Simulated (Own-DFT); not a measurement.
Simulation results for Al26Ga9N36 (wurtzite random alloy with one vacancy, atoms displaced)

A calculation, not a measurement: plane-wave density functional theory by an unreviewed code, no spin, of a simulated periodic cell, stress positive in tension, run twice, with PBE and with PBEsol, both on files made for PBE, so the change isn't that of files made for PBEsol, odd electron count, so a state with spin may lie lower; a neutral cation vacancy leaves holes that likely carry spin, which this run leaves out; forces on such cells passed a denser k mesh, this cell's mesh not checked; the far tail of each file's local potential was reset to the Coulomb form; each entry is a single point on an unrelaxed cell, so the pressure reflects the starting lattice, mostly measured values (interpolated for alloys), from which strain is counted, and rises with the displacements; printed positions are rounded, which can move forces by about a meV/angstrom; the program, named Own-DFT, is a retired in-house code; no spin-orbit coupling; stress was not checked against mesh or cutoff. Program: Own-DFT development build.

```cif
# cell vector a (Å): 9.3938 0.0000 0.0000
# cell vector b (Å): -4.6969 8.1352 0.0000
# cell vector c (Å): 0.0000 0.0000 10.0655
data_Al26Ga9N36
_symmetry_space_group_name_H-M 'P 1'
_symmetry_Int_Tables_number 1
_cell_length_a 9.3938
_cell_length_b 9.3937
_cell_length_c 10.0655
_cell_angle_alpha 90.000
_cell_angle_beta 90.000
_cell_angle_gamma 120.000
_cell_volume 769.21
loop_
_atom_site_label
_atom_site_type_symbol
_atom_site_fract_x
_atom_site_fract_y
_atom_site_fract_z
_atom_site_occupancy
Al1 Al 0.09870 0.21261 0.99886 1
Al2 Al 0.23225 0.11447 0.25420 1
N1 N 0.11557 0.22054 0.19560 1
N2 N 0.21374 0.10800 0.43768 1
Al3 Al 0.10907 0.22179 0.51152 1
Al4 Al 0.22475 0.11844 0.75364 1
N3 N 0.11160 0.22845 0.69668 1
N4 N 0.21734 0.10654 0.95396 1
Ga1 Ga 0.11413 0.56268 0.00073 1
Ga2 Ga 0.22384 0.44661 0.25877 1
N5 N 0.12040 0.56310 0.18643 1
N6 N 0.22804 0.44748 0.44691 1
Al5 Al 0.10718 0.54735 0.50204 1
Al6 Al 0.22113 0.44291 0.74578 1
N7 N 0.11885 0.56369 0.68861 1
N8 N 0.22418 0.44808 0.94532 1
Ga3 Ga 0.11165 0.89189 0.98963 1
Al7 Al 0.22328 0.78080 0.25075 1
N9 N 0.11313 0.88710 0.19448 1
N10 N 0.22033 0.78388 0.44525 1
Ga4 Ga 0.10507 0.88646 0.48958 1
Al8 Al 0.23936 0.78249 0.74979 1
N11 N 0.11819 0.88732 0.68609 1
N12 N 0.21657 0.77273 0.93406 1
Ga5 Ga 0.43467 0.21028 0.00459 1
Al9 Al 0.55285 0.11179 0.24251 1
N13 N 0.44933 0.22065 0.18487 1
N14 N 0.55285 0.10657 0.43481 1
Al10 Al 0.42970 0.21358 0.49725 1
Al11 Al 0.55639 0.10975 0.75439 1
N15 N 0.44592 0.22276 0.70013 1
N16 N 0.55455 0.11188 0.93987 1
Al12 Al 0.44221 0.55008 0.00490 1
Al13 Al 0.55348 0.42990 0.24921 1
N17 N 0.43843 0.55522 0.19431 1
N18 N 0.55265 0.44952 0.43828 1
Al14 Al 0.44737 0.56102 0.50370 1
Ga6 Ga 0.56404 0.44827 0.75460 1
N19 N 0.44981 0.55224 0.68455 1
N20 N 0.54963 0.43859 0.94128 1
Ga7 Ga 0.43867 0.88848 0.99887 1
Al15 Al 0.54036 0.76659 0.24963 1
N21 N 0.45260 0.88964 0.19616 1
N22 N 0.54889 0.76801 0.44735 1
Al16 Al 0.44038 0.89017 0.49836 1
Al17 Al 0.55156 0.77753 0.74806 1
N23 N 0.43902 0.88273 0.69220 1
N24 N 0.54469 0.77739 0.94293 1
Al18 Al 0.77583 0.22353 0.00162 1
Al19 Al 0.89649 0.10754 0.25190 1
N25 N 0.78213 0.22456 0.19385 1
N26 N 0.88809 0.11803 0.44953 1
Al20 Al 0.78999 0.22956 0.50272 1
Al21 Al 0.89190 0.10838 0.75128 1
N27 N 0.77439 0.21719 0.68764 1
N28 N 0.88888 0.12289 0.92808 1
Ga8 Ga 0.78031 0.55460 0.99913 1
Al22 Al 0.89056 0.45000 0.24401 1
N29 N 0.77458 0.54919 0.20115 1
N30 N 0.88430 0.44664 0.44573 1
Al23 Al 0.78112 0.56484 0.49121 1
Ga9 Ga 0.89232 0.44770 0.75385 1
N31 N 0.77972 0.55000 0.69081 1
N32 N 0.89874 0.44317 0.93730 1
Al24 Al 0.87218 0.77156 0.24594 1
N33 N 0.78737 0.89223 0.19560 1
N34 N 0.89424 0.78174 0.44259 1
Al25 Al 0.77693 0.87955 0.49968 1
Al26 Al 0.89120 0.77461 0.75313 1
N35 N 0.78185 0.89763 0.69008 1
N36 N 0.90093 0.78042 0.94116 1
_calc_functional 'PBE, then PBEsol'
_calc_potential_files 'PseudoDojo norm-conserving, scalar-relativistic, standard set'
_calc_wave_cutoff 42  # hartree
_calc_occupations 'Fermi-Dirac'
_calc_smearing_width 0.1  # eV
_calc_k_mesh '4 x 4 x 3 centred on Gamma'
_calc_PBE_pressure 6.65  # GPa
_calc_PBE_stress_xx -7.38  # GPa
_calc_PBE_stress_yy -6.93  # GPa
_calc_PBE_stress_zz -5.65  # GPa
_calc_PBE_stress_yz -0.01  # GPa
_calc_PBE_stress_xz -0.39  # GPa
_calc_PBE_stress_xy 0.58  # GPa
_calc_PBEsol_pressure 3.52  # GPa
_calc_PBEsol_stress_xx -4.29  # GPa
_calc_PBEsol_stress_yy -3.84  # GPa
_calc_PBEsol_stress_zz -2.43  # GPa
_calc_PBEsol_stress_yz -0.03  # GPa
_calc_PBEsol_stress_xz -0.37  # GPa
_calc_PBEsol_stress_xy 0.62  # GPa
_calc_rms_change_of_force_components_from_PBE_to_PBEsol 0.072  # eV/angstrom
```

Force:
```
force element  PBE force x (eV/Å)  PBE force y (eV/Å)  PBE force z (eV/Å)  PBEsol force x (eV/Å)  PBEsol force y (eV/Å)  PBEsol force z (eV/Å)
           Al               0.279               0.805               1.224                  0.265                  0.817                  1.229
           Al              -1.443               -1.09              -1.215                 -1.422                 -1.083                 -1.237
            N              -0.067              -0.245              -0.864                 -0.045                 -0.074                 -0.807
            N                   0               1.815               0.536                 -0.024                  1.609                  0.585
           Al               0.027                0.15              -1.561                  0.033                   0.14                 -1.564
           Al               0.448               -1.22               0.064                  0.436                 -1.221                  0.078
            N               0.852               -1.06              -0.309                  0.842                  -1.06                 -0.297
            N              -1.316                2.15              -2.904                 -1.122                  2.007                 -2.775
           Ga               1.005               -1.12               0.092                  0.991                 -1.093                   0.09
           Ga              -0.546               -0.97              -0.737                 -0.512                 -0.944                 -0.741
            N              -1.527              -0.136                1.86                 -1.376                 -0.224                  1.717
            N               -0.83              -0.751               1.129                 -0.813                 -0.752                  0.954
           Al              -0.456               1.598              -0.123                 -0.471                  1.596                 -0.143
           Al               0.361               1.637               1.166                  0.358                   1.64                  1.179
            N               0.687              -0.743               0.169                  0.547                 -0.803                  0.228
            N               0.593              -1.229              -1.471                  0.429                 -1.145                 -1.413
           Ga               0.662              -1.072               2.868                  0.643                 -1.063                  2.819
           Al               0.254               0.106               0.491                  0.276                  0.109                  0.476
            N              -0.511               0.216               0.093                 -0.541                  0.222                 -0.021
            N               1.988              -2.167              -1.415                  1.786                 -2.071                 -1.343
           Ga                1.38               0.921               2.039                  1.355                  0.894                  2.001
           Al              -3.581              -1.353              -0.492                 -3.599                 -1.357                 -0.478
            N              -0.829               0.792               1.636                 -0.817                  0.783                  1.475
            N               0.474               1.395              -0.491                  0.455                  1.361                 -0.295
           Ga               0.519                1.45              -1.769                  0.515                  1.407                 -1.716
           Al               2.087               -0.45               1.588                  2.085                 -0.444                  1.552
            N              -0.763              -0.288               2.401                 -0.777                 -0.303                  2.157
            N              -0.467                0.97               0.545                 -0.453                   0.98                  0.534
           Al               1.987               1.153               1.011                  1.989                  1.158                  1.025
           Al               0.024               0.041              -1.103                  0.021                  0.032                   -1.1
            N              -0.374              -1.106              -1.555                 -0.358                  -0.92                 -1.496
            N               0.698               0.305               0.039                  0.522                  0.217                  0.167
           Al               0.085               1.008               0.075                  0.077                  1.022                  0.083
           Al              -1.267               2.062               0.735                 -1.285                  2.059                  0.708
            N               2.388              -0.811               -0.94                  2.219                  -0.94                 -0.851
            N               0.656              -1.152                0.01                  0.649                 -1.145                  0.015
           Al               0.305              -1.687               -0.49                  0.306                 -1.703                 -0.508
           Ga              -0.643              -0.548              -0.716                  -0.62                  -0.56                   -0.7
            N              -1.461               0.773               1.468                 -1.306                  0.679                  1.533
            N               0.089               0.683               1.411                  0.235                  0.588                   1.31
           Ga                0.82               0.191               1.104                  0.824                  0.167                  1.075
           Al               2.343               1.547               0.427                  2.363                  1.553                   0.43
            N              -2.009               0.146              -0.407                 -2.029                  0.151                 -0.541
            N               0.018               2.271              -1.163                  0.006                  2.278                 -1.157
           Al               0.625              -0.015               0.168                  0.635                 -0.019                  0.179
           Al               1.483               0.038               0.595                  1.485                  0.036                    0.6
            N               2.182               2.162              -1.038                  2.194                  2.176                 -1.059
            N               0.385              -1.966               -1.37                  0.225                  -1.84                 -1.284
           Al                0.72              -0.897               0.301                   0.71                 -0.893                   0.31
           Al              -1.053               0.714               0.199                 -1.066                   0.72                  0.213
            N               -0.06               0.053              -0.714                 -0.058                  0.052                 -0.685
            N               1.881              -1.524              -1.076                  1.884                 -1.538                 -1.062
           Al              -2.731               -0.59              -0.318                 -2.748                 -0.576                  -0.33
           Al              -1.284               0.262              -0.944                 -1.274                  0.287                 -0.961
            N                0.27               0.028               0.702                  0.283                  0.167                  0.761
            N               0.044               0.936               1.796                  0.022                  0.915                  1.794
           Ga              -0.702               0.385               0.492                 -0.669                   0.39                   0.47
           Al               1.555               -0.91               1.458                  1.579                 -0.911                  1.448
            N              -0.641               0.522              -1.102                 -0.648                  0.515                 -1.216
            N               1.132               0.347              -1.267                  1.118                  0.352                 -1.268
           Al               -0.28              -1.898               1.302                 -0.285                 -1.897                  1.306
           Ga               0.888              -0.803              -1.667                  0.855                 -0.775                 -1.617
            N              -0.451               2.202              -1.141                  -0.44                  2.001                 -1.022
            N              -1.593              -0.793               1.592                 -1.553                 -0.607                  1.492
           Al                2.96               0.396               0.045                  2.982                  0.382                  0.043
            N              -2.668                -0.4               0.943                 -2.696                  -0.39                  0.908
            N              -2.854               -1.41              -1.631                 -2.616                 -1.275                 -1.579
           Al              -1.391               1.674               0.336                  -1.39                  1.685                  0.319
           Al              -0.269               0.802              -0.669                 -0.266                  0.792                 -0.678
            N               0.463              -2.231              -0.193                  0.457                 -2.231                 -0.212
            N              -1.555               -2.07              -1.261                  -1.38                 -2.084                 -1.107
```
